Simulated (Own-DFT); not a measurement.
## Calculated data, InGa3As4 (zincblende random alloy, strained, atoms displaced)

Computed with Own-DFT development build. A calculation, not a measurement: plane-wave PBE density functional theory by an unreviewed code, no spin, of a simulated periodic cell, stress positive in tension, free energy of the whole cell less one offset for each atom, forces on such cells passed a denser k mesh, this cell's mesh not checked; offsets are fitted by least squares, one for each functional and potential file, so energies compare only between cells with the same atoms and settings and are not formation energies; the far tail of each file's local potential was reset to the Coulomb form; each entry is a single point on an unrelaxed cell, so the pressure reflects the starting lattice, mostly measured values, from which strain is counted, and rises with the displacements; printed positions are rounded, which can move forces by about a meV/angstrom; the program is a retired in-house code; no spin-orbit coupling.

Settings shared by all entries: functional PBE; potential files PseudoDojo norm-conserving, scalar-relativistic, standard set; wave cutoff 42 hartree; occupations Fermi-Dirac; smearing width 0.1 eV; k mesh 3 x 3 x 3 centred on Gamma.

(1) 
```xyz
64
Lattice="11.7374 0.0000 0.0000 0.0000 11.7374 0.0000 0.0000 0.0000 11.3036" Properties=species:S:1:pos:R:3:force_x:R:1:force_y:R:1:force_z:R:1 formula=InGa3As4 free_energy_of_cell_above_offsets=-23.306 pressure=3.08 stress_xx=-2.51 stress_yy=-2.55 stress_zz=-4.18 stress_yz=0.27 stress_xz=0.5 stress_xy=0.43
Ga    11.6994     0.0159    11.2673      0.505      0.196       0.62
Ga    11.6359     3.0075     2.8247      0.829     -0.474       -0.3
Ga     2.9874    11.6158     2.8574     -0.228      0.839     -0.273
Ga     2.8976     2.9296     0.0762      0.788     -0.101     -0.527
As     1.5098     1.4883     1.3758     -0.703     -0.446      0.934
As     1.4065     4.4061     4.2564      0.504      0.093     -0.759
As     4.3895     1.5360     4.2376     -0.232     -0.441      0.241
As     4.3957     4.4739     1.3553     -0.475     -0.604       0.92
Ga    11.7022     0.0252     5.5995      0.377      0.067      0.644
Ga    11.7148     2.9071     8.4692      0.417      0.571      0.039
In     2.8822    11.6253     8.3915      0.631      1.198      0.848
Ga     2.9359     3.0722     5.6567     -0.336     -0.905      0.094
As     1.4197     1.4758     7.1099     -0.261      0.846     -1.542
As     1.5152     4.3632     9.9502      0.374     -0.492     -1.373
As     4.4481     1.5179     9.9071     -0.855     -1.254      1.434
As     4.3835     4.4047     7.0766     -0.101      1.057     -0.607
In    11.7329     5.8803    11.2508      0.138     -0.181      0.673
Ga     0.0211     8.6982     2.7942     -0.517      0.641      0.174
Ga     2.8507     5.9416     2.7528      0.781     -0.499      1.011
In     2.9707     8.8138     0.0218     -0.373      0.965     -0.199
As     1.5038     7.3885     1.4269     -0.729      -0.48      0.571
As     1.3358    10.3034     4.1703      0.921     -0.661      0.562
As     4.4154     7.3999     4.3066       -1.1     -1.655      0.448
As     4.4764    10.3045     1.3763      0.153      0.964       0.36
Ga     0.0023     5.8007     5.6130        0.2      1.013      0.389
In    11.6530     8.8424     8.5269      1.205     -0.069      0.321
Ga     2.9296     5.8764     8.4595     -0.017     -0.107      0.287
Ga     2.9385     8.7589     5.7013     -0.269      0.752     -0.151
As     1.4725     7.3873     7.1469      0.217     -1.118     -1.062
As     1.4208    10.3512     9.9354     -0.463     -0.373        0.8
As     4.3617     7.3822     9.8832      1.357     -1.218     -1.172
As     4.4702    10.2687     7.0837      0.758     -1.021     -1.252
Ga     6.0245    11.6809     0.0021     -1.436      0.777     -0.016
Ga     5.8451     2.9405     2.8273      0.068     -0.124     -0.466
Ga     8.8544    11.7302     2.8446      0.345     -0.081      0.145
In     8.7401     2.8798     0.0576      0.375      -0.55     -0.487
As     7.3685     1.3231     1.4382     -0.862      0.155       1.08
As     7.3851     4.3933     4.1439     -0.497      0.268      0.474
As    10.3510     1.4810     4.2355     -1.096      0.337      0.022
As    10.2072     4.3771     1.3884      0.402       0.78      1.273
Ga     5.8941     0.0277     5.6493      -0.12     -0.222     -0.465
In     5.8971     2.9551     8.5262     -0.029       0.01     -0.576
Ga     8.9160     0.0284     8.5188      -0.74     -0.237     -0.181
Ga     8.8062     3.0446     5.6366      0.015      -1.01      0.021
As     7.2995     1.4259     7.0607      1.526     -0.089      -0.41
As     7.3050     4.3934     9.9883      0.439      1.856      -0.57
As    10.3653     1.4749     9.8793     -0.453     -0.151     -0.198
As    10.2957     4.4419     7.0320     -0.189     -0.305      0.504
Ga     5.7943     5.8405    11.3033      0.409      0.753     -0.417
In     5.8801     8.7091     2.8175     -0.123       0.91     -0.136
Ga     8.7400     5.8912     2.7530      0.717     -0.257      0.224
Ga     8.7210     8.7666    11.2808      0.623      0.293      0.415
As     7.3438     7.3001     1.4020       0.33       -0.8     -1.194
As     7.3748    10.2630     4.1687     -0.432      1.585      0.217
As    10.2595     7.2937     4.2237      1.046     -1.215     -1.094
As    10.3106    10.2881     1.4046     -0.353     -0.566     -0.108
Ga     5.9320     5.8760     5.6597      -0.44     -0.213     -0.104
Ga     5.9437     8.7539     8.4003     -0.845      0.513      0.952
Ga     8.8236     5.8503     8.4678     -0.355      0.135      0.375
In     8.8767     8.8297     5.5509     -0.421      0.284      1.122
As     7.3175     7.3705     7.0876        0.6     -1.104     -0.206
As     7.2800    10.2220     9.9623      0.936     -0.169     -1.345
As    10.2554     7.3691     9.9044     -2.009     -0.431      0.082
As    10.3312    10.2833     7.1012     -0.927      1.763     -1.084
```

Units: free_energy_of_cell_above_offsets in eV; pressure, stress_xx, stress_yy, stress_zz, stress_yz, stress_xz, stress_xy in GPa; force_x, force_y, force_z in eV/Å.

(2) 
```xyz
64
Lattice="11.7374 0.0000 0.0000 0.0000 11.7374 0.0000 0.0000 0.0000 11.3036" Properties=species:S:1:pos:R:3:force_x:R:1:force_y:R:1:force_z:R:1 formula=InGa3As4 free_energy_of_cell_above_offsets=-22.989 pressure=3.14 stress_xx=-2.52 stress_yy=-2.67 stress_zz=-4.23 stress_yz=-0.21 stress_xz=0.34 stress_xy=-0.17
Ga    11.6970    11.6378     0.0008      0.093      0.555       0.39
Ga    11.7004     2.9038     2.8776     -0.045     -0.124       0.07
Ga     2.9333    11.7095     2.7981      0.416      0.898     -0.021
Ga     2.9166     2.9160    11.2857      0.165      0.434      0.197
As     1.4731     1.4773     1.4589     -0.349     -0.207     -0.452
As     1.5082     4.3630     4.2379      0.478     -0.372      -0.86
As     4.3415     1.4826     4.3430      0.257     -0.004      -0.78
As     4.5446     4.4219     1.4490     -1.132     -0.361     -0.125
Ga    11.6237    11.6556     5.7299      1.916      1.301     -1.414
In     0.0004     2.8628     8.3600     -0.232      0.623      1.403
Ga     2.9621     0.0260     8.4373      0.041     -0.423      0.253
Ga     2.8884     2.9504     5.7291      0.218       0.05      -0.32
As     1.4739     1.4377     7.0764      0.864     -1.365     -1.323
As     1.4079     4.4763     9.8881      0.389     -0.319      0.584
As     4.4113     1.4744     9.8574      -1.81      0.163      0.014
As     4.3641     4.4716     7.0374     -0.366     -0.006       0.11
Ga    11.6527     5.8709     0.0047      0.663      0.256      0.063
Ga     0.0182     8.8190     2.9253     -0.006     -0.002     -0.288
Ga     2.9692     5.9211     2.7688      0.114     -0.679      0.224
Ga     2.9354     8.8153     0.0377      0.058     -0.357     -0.302
As     1.4539     7.3377     1.4566     -0.324      0.114     -0.358
As     1.5328    10.3712     4.1752     -1.453     -0.173       0.45
As     4.4371     7.3107     4.2130      1.112     -0.903      -0.59
As     4.3865    10.2914     1.4220     -0.563     -0.882      0.555
In     0.0246     5.8230     5.6947      0.267     -0.969     -0.021
Ga    11.6843     8.7680     8.4262       0.65      0.611      0.041
Ga     2.8511     5.8506     8.5027      0.356      0.533     -0.317
In     2.9697     8.7621     5.6043      -0.27      0.637     -0.256
As     1.4323     7.3681     6.9846      0.369      0.077       2.22
As     1.4669    10.2942     9.9282      0.079     -0.453     -0.703
As     4.4418     7.2711     9.8694     -1.217     -0.115      0.761
As     4.4149    10.2801     6.9923      0.415      1.038      0.708
In     5.8492     0.0015    11.2677     -0.317      0.279      0.465
Ga     5.8919     2.9012     2.8463     -0.291     -0.181      0.414
In     8.7838    11.6982     2.7970       0.21      0.474     -0.312
Ga     8.8697     2.9774    11.3019     -0.994      -0.52     -0.431
As     7.2995     1.4322     1.4409      0.344      1.982     -0.419
As     7.3174     4.4068     4.2590     -0.704     -0.776      0.508
As    10.1754     1.3519     4.3274      1.173      1.645      0.402
As    10.2399     4.4061     1.3534      0.908     -0.644      0.307
Ga     5.8880     0.0332     5.6181     -0.379     -0.272     -0.036
In     5.9435     2.9059     8.4798     -1.459      0.607     -0.474
Ga     8.7904    11.7297     8.4931     -0.063      0.048     -0.141
Ga     8.7688     2.9811     5.6337     -0.122     -0.574      0.425
As     7.2409     1.4053     7.0855      1.989     -0.708     -1.239
As     7.3022     4.3944     9.8263      1.748      1.626      1.587
As    10.2667     1.4337     9.8939       -0.5     -0.579      0.644
As    10.2372     4.3846     7.0919     -1.601      0.238     -0.202
Ga     5.8484     5.8779     0.0319      0.781      0.197     -0.239
Ga     5.8374     8.7958     2.7908      0.368      0.313      0.238
In     8.8240     5.8749     2.8847     -0.352      0.239     -0.668
Ga     8.8200     8.8015    11.2715      0.212      0.306     -0.254
As     7.4217     7.4596     1.3799     -1.213     -0.479     -0.171
As     7.3434    10.3484     4.2201     -1.241     -2.038      1.257
As    10.3458     7.2493     4.3044     -0.484      2.411     -0.347
As    10.2155    10.2122     1.4358      1.427     -0.935     -0.815
Ga     5.9319     5.8494     5.7134     -0.466      0.127     -0.425
In     5.9667     8.7952     8.5097     -1.222      0.341     -0.289
Ga     8.8486     5.9711     8.4550     -0.184     -1.121      0.385
Ga     8.8791     8.8094     5.6854     -0.727     -0.356     -0.591
As     7.3478     7.2830     7.1301       1.08     -0.112     -1.547
As     7.3220    10.2849     9.9358      2.226     -0.114     -0.275
As    10.2896     7.3491     9.8520     -0.193      0.177      0.324
As    10.2977    10.3126     6.9644     -1.111     -1.178      2.009
```

Units: free_energy_of_cell_above_offsets in eV; pressure, stress_xx, stress_yy, stress_zz, stress_yz, stress_xz, stress_xy in GPa; force_x, force_y, force_z in eV/Å.

(3) 
```xyz
64
Lattice="11.7374 0.0000 0.0000 0.0000 11.7374 0.0000 0.0000 0.0000 11.3036" Properties=species:S:1:pos:R:3:force_x:R:1:force_y:R:1:force_z:R:1 formula=InGa3As4 free_energy_of_cell_above_offsets=-22.910 pressure=3.16 stress_xx=-2.62 stress_yy=-2.67 stress_zz=-4.2 stress_yz=-0.06 stress_xz=0.29 stress_xy=0.32
Ga    11.6775     0.0025    11.2242      0.395     -0.285      0.577
Ga    11.7247     2.9323     2.7722     -0.056     -0.328      0.455
Ga     2.9368     0.0761     2.8940     -0.073     -0.454     -0.933
Ga     2.8862     2.9328     0.0889      0.342      0.342     -0.701
As     1.4618     1.4909     1.4195     -0.305     -0.577     -0.009
As     1.4048     4.3582     4.2733      0.858      -0.28     -0.594
As     4.3383     1.4617     4.2192      0.602      0.069       0.58
As     4.3453     4.5422     1.4435     -0.145     -0.733     -1.234
Ga    11.7173     0.0514     5.6540      0.682     -0.372      0.132
Ga    11.6719     2.8917     8.3853      0.086      0.515      0.803
In     2.9429     0.0012     8.4893     -0.274     -0.054     -0.193
Ga     2.9705     2.9009     5.6352     -0.361      0.308      0.569
As     1.4315     1.5244     7.1395     -0.161      0.166      -1.58
As     1.4490     4.3795     9.8526      1.024     -0.957     -0.897
As     4.3914     1.4699     9.8728      0.899      1.148      1.356
As     4.4776     4.4272     7.0792     -1.558      -1.03      0.272
In     0.0496     5.9004    11.2342     -0.632     -0.022      0.551
Ga    11.6325     8.6872     2.7922      0.193      0.915      0.325
Ga     2.9537     5.8001     2.8229     -0.985      1.269      0.843
Ga     2.9788     8.8182    11.2526      0.088      0.214       0.43
As     1.4459     7.3854     1.4417      1.276      0.191      0.355
As     1.5036    10.3488     4.1770     -0.817     -0.788      0.303
As     4.4870     7.4101     4.2344     -3.193     -1.758      0.573
As     4.4915    10.3471     1.4539     -1.452     -0.296     -0.142
Ga     0.0314     5.7761     5.6139       0.07      1.237      0.153
Ga    11.7127     8.7744     8.4375      0.277       0.27     -0.003
Ga     2.9988     5.8565     8.4591     -0.165      0.052      0.351
Ga     2.8945     8.7193     5.5243      0.017      0.874      0.751
As     1.4947     7.3019     7.0736     -0.096     -0.087     -0.364
As     1.4561    10.2715     9.8669     -0.839     -1.029      0.727
As     4.5258     7.3828     9.8267     -1.019     -0.012      0.039
As     4.4839    10.3270     7.1033     -0.289     -0.863     -1.709
Ga     5.8281    11.7316     0.0626      0.491      0.332     -0.667
In     5.9140     2.9763     2.7072     -0.944      -0.04      0.726
Ga     8.9243     0.0907     2.8320     -1.277     -1.115     -0.601
In     8.8282     2.9734     0.0103     -0.541     -0.881     -0.602
As     7.3274     1.4376     1.4323       0.72     -1.503     -0.624
As     7.3725     4.3339     4.2432      1.275      0.112      0.019
As    10.2460     1.3888     4.2377      0.906      1.283      0.304
As    10.2638     4.3378     1.4341      0.487      1.504      1.216
Ga     5.8744    11.7134     5.5971       0.06      0.167     -0.006
Ga     5.8226     2.9586     8.4441      0.323     -0.829     -0.039
In     8.8123    11.7020     8.4123     -0.145     -0.346      0.246
Ga     8.8845     2.9245     5.6442     -0.204      0.009      0.258
As     7.3535     1.4307     7.0101     -0.982      1.309     -0.655
As     7.2367     4.3383     9.8640      0.044       1.09     -0.417
As    10.2734     1.4205     9.8306      0.938      0.762      0.198
As    10.3465     4.4843     7.0450     -0.746     -0.862      0.106
Ga     5.7546     5.8447    11.2442      1.017      0.417       0.28
In     5.9154     8.7566     2.9616      0.463      0.945     -2.343
Ga     8.6738     5.8549     2.7952      1.302      -0.47      0.578
Ga     8.7182     8.7956    11.2056       0.26      0.023      0.712
As     7.4071     7.3281     1.4659     -0.475     -0.449      -1.67
As     7.3374    10.2684     4.1945      1.022      2.349       0.51
As    10.2328     7.3270     4.3187       1.13      -1.77     -1.575
As    10.1949    10.2504     1.3821      0.356      0.017     -0.135
In     5.8549     5.8300     5.5776      0.748      0.375      0.412
Ga     5.8421     8.8478     8.3577      0.965     -0.112      0.726
Ga     8.8269     5.8339     8.4600     -0.535      0.342      0.278
In     8.8175     8.8054     5.6371     -0.712      0.453      0.319
As     7.3452     7.3455     7.0687     -0.178     -0.436      0.999
As     7.3366    10.2784     9.9219     -1.289     -0.425      0.046
As    10.2259     7.4059     9.8674     -0.453     -0.054      -0.61
As    10.3075    10.2519     7.0054      1.588      0.159      0.226
```

Units: free_energy_of_cell_above_offsets in eV; pressure, stress_xx, stress_yy, stress_zz, stress_yz, stress_xz, stress_xy in GPa; force_x, force_y, force_z in eV/Å.

(4) 
```xyz
64
Lattice="11.7374 0.0000 0.0000 0.0000 11.7374 0.0000 0.0000 0.0000 11.3036" Properties=species:S:1:pos:R:3:force_x:R:1:force_y:R:1:force_z:R:1 formula=InGa3As4 free_energy_of_cell_above_offsets=-22.003 pressure=3.36 stress_xx=-2.94 stress_yy=-2.75 stress_zz=-4.4 stress_yz=0.02 stress_xz=0.18 stress_xy=-0.74
In     0.0353    11.6262    11.2990      0.773      1.974     -0.854
Ga     0.0369     3.0159     2.8479     -0.045     -0.977      0.195
Ga     2.8784     0.0617     2.8149      1.203     -1.351      0.691
In     3.0078     2.9699     0.0372     -1.569     -1.578     -0.582
As     1.5212     1.3856     1.4992     -0.843      1.385     -0.124
As     1.5918     4.3558     4.2538     -0.521      0.438     -0.286
As     4.4919     1.3423     4.2499     -1.024      1.284     -0.234
As     4.3337     4.4616     1.3021      1.448      0.915      2.648
Ga     0.0516     0.0048     5.6442     -0.062      0.206     -0.092
Ga     0.0118     2.9023     8.4370     -0.578      0.354      0.602
Ga     2.9475     0.1027     8.4767      0.424     -0.681       -0.2
Ga     2.9439     2.9823     5.7166      0.825     -0.729     -0.127
As     1.4962     1.5186     7.1043     -0.224     -0.255     -0.497
As     1.4589     4.4064     9.9474       0.45     -1.118     -2.129
As     4.4317     1.4523     9.9440      0.579     -0.348     -1.154
As     4.4141     4.4494     7.1108     -0.855      -0.97      0.503
In     0.0286     5.8117    11.2915     -0.493      1.512      0.446
Ga     0.0115     8.8291     2.7432     -0.177      0.029      0.503
Ga     2.9640     5.8736     2.7974      0.174      0.144      0.368
Ga     2.9261     8.7472     0.0000      0.469      0.442     -0.248
As     1.5622     7.3537     1.4472     -0.392      0.261      0.236
As     1.4727    10.2599     4.2781     -0.922       0.88     -1.375
As     4.3534     7.3559     4.2562      0.795     -0.402     -1.975
As     4.4995    10.1993     1.3469     -0.946      0.595      0.353
Ga     0.1333     5.7998     5.7112      -0.96      0.203     -0.607
Ga     0.0314     8.8722     8.5399     -0.529     -0.404     -1.045
Ga     2.8687     5.7880     8.4939      0.277      0.756      0.057
In     2.9391     8.8020     5.6460     -0.599     -0.252     -0.016
As     1.4921     7.3041     7.0326     -0.818     -0.385      1.453
As     1.5142    10.2808     9.8507      1.261     -0.773      -0.62
As     4.4141     7.3949     9.8500     -2.212     -2.745      1.962
As     4.3612    10.2795     6.9485      0.874      1.623      1.639
Ga     5.8478     0.0629     0.0452      0.414     -0.996     -0.702
Ga     5.7760     2.9838     2.8455      0.545      -0.31     -0.488
In     8.8123     0.0552     2.8948     -1.417     -1.574     -1.559
Ga     8.8230     2.9687    11.2835     -0.234     -0.056      0.039
As     7.3447     1.4441     1.2921     -0.499      1.276      0.539
As     7.3978     4.4406     4.1362      0.136     -1.148     -0.061
As    10.2309     1.3775     4.2127      2.517      2.485      1.753
As    10.3028     4.3789     1.4237     -0.884     -0.603      0.601
Ga     5.8706    11.6866     5.6001      0.576     -0.132      0.603
Ga     5.8376     2.9744     8.4740      0.251     -0.552     -0.009
Ga     8.7169    11.7064     8.5087      0.937       0.69     -0.674
Ga     8.8209     2.8955     5.5836     -0.184      0.112      0.316
As     7.3178     1.4546     7.0720     -0.177      0.184     -0.292
As     7.3692     4.3998     9.8330     -0.262      0.147      0.524
As    10.2285     1.4878     9.9489      0.036      0.126     -1.079
As    10.2544     4.4031     7.0623      0.127     -0.153     -0.212
Ga     5.8029     5.7643     0.0265      1.116      1.417     -0.672
Ga     5.9060     8.8384     2.8230      -0.78     -0.337      0.272
Ga     8.9057     5.8486     2.8504     -0.654      0.178     -0.712
In     8.7691     8.7262    11.2985      0.561      0.809     -0.074
As     7.3132     7.4157     1.5149     -0.551     -2.171      0.115
As     7.2903    10.1939     4.2352      0.095     -0.074      0.791
As    10.1958     7.3280     4.1641      1.267      0.419      1.055
As    10.3521    10.3493     1.3597     -1.485     -2.226      1.732
In     5.8705     5.8531     5.6213      0.377      0.127     -0.278
In     5.8329     8.7442     8.5710      0.279      1.762     -1.817
Ga     8.7675     5.9092     8.4517      0.347     -0.433     -0.121
Ga     8.7521     8.7850     5.7345      0.045     -0.295     -0.531
As     7.2953     7.3093     7.1475      1.327      0.041     -0.767
As     7.3793    10.2418     9.7622     -0.397      1.405      1.554
As    10.2511     7.2998     9.8058       0.53      0.122     -0.529
As    10.2381    10.3399     6.9365      0.254     -0.271      1.192
```

Units: free_energy_of_cell_above_offsets in eV; pressure, stress_xx, stress_yy, stress_zz, stress_yz, stress_xz, stress_xy in GPa; force_x, force_y, force_z in eV/Å.
